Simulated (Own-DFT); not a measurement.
# Computed records: WC (WC crystal, strained, atoms displaced)

Computed with Own-DFT development build. A calculation, not a measurement: plane-wave density functional theory by an unreviewed code, no spin, of a simulated periodic cell, stress positive in tension, run twice, with PBE and with PBEsol, both on files made for PBE, so the change isn't that of files made for PBEsol, forces on such cells moved up to 12 meV/angstrom on a denser k mesh; the far tail of each file's local potential was reset to the Coulomb form; each entry is a single point on an unrelaxed cell, so the pressure reflects the starting lattice, taken from the Materials Project, from which strain is counted, and rises with the displacements; printed positions are rounded, which can move forces by about a meV/angstrom; the program, named Own-DFT, is a retired in-house code; no spin-orbit coupling; stress was not checked against mesh or cutoff.

WC (WC crystal, strained, atoms displaced)

```
WC
1.0
      5.8876    -5.1042    -2.7834
      0.0290    -5.2041     8.5876
     -5.8502    -5.0551    -2.7941
W C W C W C W C W C W C W C W C W C W C W C W C W C W C W C W C W C W C W C W C W C W C W C W C W C W C W C W C W C W C W C W C
1 1 1 1 1 1 1 1 1 1 1 1 1 1 1 1 1 1 1 1 1 1 1 1 1 1 1 1 1 1 1 1 1 1 1 1 1 1 1 1 1 1 1 1 1 1 1 1 1 1 1 1 1 1 1 1 1 1 1 1 1 1 1 1
Direct
  0.67561 0.88556 0.92790
  0.69099 0.95689 0.68100
  0.37263 0.73477 0.87744
  0.36631 0.83731 0.63596
  0.18644 0.38336 0.93701
  0.18744 0.45311 0.70318
  0.05815 0.62577 0.81591
  0.05458 0.70769 0.56266
  0.92971 0.88074 0.69249
  0.93924 0.96546 0.43692
  0.88191 0.25448 0.87537
  0.87526 0.32764 0.62071
  0.73881 0.50173 0.74339
  0.75099 0.58017 0.50532
  0.62182 0.74889 0.62126
  0.62608 0.83048 0.36824
  0.56819 0.12166 0.81621
  0.55728 0.19434 0.57169
  0.43761 0.38368 0.68269
  0.44331 0.45044 0.44236
  0.31547 0.62122 0.56900
  0.31824 0.71210 0.30894
  0.17711 0.87700 0.43898
  0.18985 0.94914 0.18535
  0.25219 0.99703 0.76083
  0.24029 0.07742 0.49977
  0.11733 0.25610 0.62344
  0.13209 0.33167 0.37416
  0.99901 0.49648 0.51246
  0.00885 0.57194 0.25546
  0.87082 0.74713 0.37276
  0.87754 0.84143 0.12971
  0.80791 0.12264 0.55234
  0.81829 0.21281 0.30196
  0.68706 0.37137 0.42928
  0.69598 0.46332 0.18780
  0.55993 0.62408 0.30204
  0.56685 0.70769 0.06921
  0.43315 0.87915 0.18447
  0.43499 0.96411 0.94295
  0.48999 0.00141 0.50845
  0.49723 0.08696 0.24823
  0.38318 0.24863 0.36209
  0.36688 0.34128 0.11688
  0.25399 0.49632 0.25985
  0.24361 0.58637 0.00473
  0.13105 0.75366 0.13491
  0.12954 0.82929 0.87347
  0.05676 0.12274 0.31566
  0.06273 0.20532 0.05972
  0.93963 0.37936 0.19349
  0.93482 0.46331 0.93076
  0.81471 0.62043 0.05796
  0.80632 0.71085 0.81392
  0.73990 0.99512 0.24393
  0.74292 0.07999 0.99235
  0.61713 0.25901 0.12682
  0.62650 0.33952 0.86782
  0.49807 0.49676 0.99394
  0.49729 0.58434 0.75402
  0.30841 0.12211 0.06771
  0.31848 0.20446 0.81215
  0.99935 0.99852 0.98535
  0.99095 0.08528 0.75171
```

- functional: PBE, then PBEsol
- potential files: PseudoDojo norm-conserving, scalar-relativistic, standard set
- wave cutoff: 50 hartree
- occupations: cold (Marzari-Vanderbilt)
- smearing width: 0.2 eV
- k mesh: 4 x 4 x 4 centred on Gamma
- PBE pressure: -0.47 GPa
- PBE stress xx: 0.75 GPa
- PBE stress yy: 4.38 GPa
- PBE stress zz: -3.72 GPa
- PBE stress yz: -5.67 GPa
- PBE stress xz: 0.39 GPa
- PBE stress xy: -1.75 GPa
- PBEsol pressure: -8.3 GPa
- PBEsol stress xx: 8.41 GPa
- PBEsol stress yy: 11.99 GPa
- PBEsol stress zz: 4.5 GPa
- PBEsol stress yz: -5.65 GPa
- PBEsol stress xz: 0.39 GPa
- PBEsol stress xy: -1.74 GPa
- rms change of force components from PBE to PBEsol: 0.023 eV/Å

Force:
```tsv
force element	PBE force x (eV/Å)	PBE force y (eV/Å)	PBE force z (eV/Å)	PBEsol force x (eV/Å)	PBEsol force y (eV/Å)	PBEsol force z (eV/Å)
W	-0.034	-0.896	-5.484	-0.024	-0.906	-5.396
C	-1.032	0.617	0.725	-1.028	0.6	0.717
W	-0.21	-2.254	3.891	-0.211	-2.213	3.852
C	1.241	0.865	-0.938	1.222	0.851	-0.926
W	-1.062	0.909	-2.899	-1.05	0.899	-2.852
C	1.628	0.799	2.163	1.608	0.788	2.142
W	0.59	0.042	1.079	0.592	0.038	1.043
C	0.068	-0.607	-0.227	0.062	-0.598	-0.225
W	2.031	1.065	-1.804	1.996	1.048	-1.772
C	-0.787	1.595	-0.777	-0.778	1.568	-0.767
W	-1.36	1.776	0.328	-1.331	1.77	0.321
C	-0.731	0.032	0.808	-0.71	0.022	0.796
W	0.857	-2.066	-1.784	0.84	-2.043	-1.761
C	0.768	1.04	1.013	0.757	1.021	1.001
W	-0.356	-0.345	0.501	-0.358	-0.35	0.48
C	-0.893	-0.048	0.221	-0.873	-0.043	0.213
W	-0.74	0.958	3.715	-0.732	0.975	3.65
C	1.29	-0.261	2.314	1.282	-0.247	2.273
W	-1.127	1.102	-4.265	-1.12	1.057	-4.195
C	0.572	0.455	1.717	0.565	0.452	1.694
W	-0.016	1.061	2.763	-0.021	1.035	2.701
C	-1.174	0.01	-0.809	-1.152	0.019	-0.794
W	0.754	-0.919	-2.01	0.757	-0.903	-1.962
C	-0.79	-0.604	1.954	-0.777	-0.599	1.92
W	0.583	1.346	2.275	0.575	1.335	2.243
C	0.016	-1.204	0.454	0.017	-1.179	0.438
W	1.049	-0.448	-3.736	1.013	-0.439	-3.668
C	-0.726	0.197	0.002	-0.724	0.194	0.008
W	1.613	0.64	1.897	1.597	0.645	1.868
C	-0.823	-0.521	1.923	-0.817	-0.511	1.89
W	0.354	-0.701	-0.216	0.348	-0.697	-0.203
C	0.535	1.483	-0.55	0.52	1.455	-0.54
W	-0.86	-1.589	0.083	-0.848	-1.583	0.068
C	-1.437	0.737	-0.5	-1.431	0.716	-0.491
W	-0.932	-1.573	-0.151	-0.916	-1.545	-0.141
C	-0.493	1.237	0.006	-0.487	1.224	0.003
W	-1.221	-2.217	-1.124	-1.202	-2.2	-1.107
C	0.846	1.322	0.95	0.826	1.314	0.929
W	0.266	-0.699	-2.123	0.271	-0.686	-2.095
C	0.327	0.803	-0.412	0.322	0.779	-0.396
W	2.046	1.158	-0.604	2.027	1.128	-0.589
C	0.068	0.238	-0.898	0.065	0.245	-0.883
W	-4	-0.703	-0.442	-3.935	-0.699	-0.419
C	0.069	-0.572	-1.653	0.068	-0.581	-1.635
W	0.657	0.574	1.987	0.659	0.585	1.965
C	0.226	-0.004	-0.928	0.236	0.001	-0.917
W	-0.092	3.186	-0.045	-0.079	3.141	-0.042
C	-0.931	-0.02	0.247	-0.92	-0.025	0.245
W	1.896	-0.243	0.903	1.86	-0.251	0.888
C	-0.302	-0.38	0.357	-0.296	-0.372	0.351
W	1.536	1.547	-0.851	1.513	1.539	-0.833
C	-0.464	-0.038	-0.944	-0.457	-0.046	-0.93
W	-1.018	-1.518	1.868	-1.021	-1.485	1.826
C	0.209	0.092	0.062	0.212	0.098	0.061
W	0.839	-2.199	0.703	0.832	-2.171	0.685
C	0.036	-2.115	-0.03	0.038	-2.071	-0.037
W	2.538	0.761	-1.903	2.487	0.748	-1.877
C	-0.413	0.286	-1.253	-0.413	0.276	-1.228
W	-0.934	-1.797	0.179	-0.918	-1.768	0.189
C	0.825	0.589	0.014	0.811	0.593	0.012
W	0.987	0.24	2.011	0.988	0.237	1.968
C	-0.68	-0.05	0.937	-0.675	-0.049	0.917
W	-3.009	-2.133	-1.042	-2.962	-2.104	-1.026
C	1.329	-0.036	0.356	1.302	-0.033	0.35
```
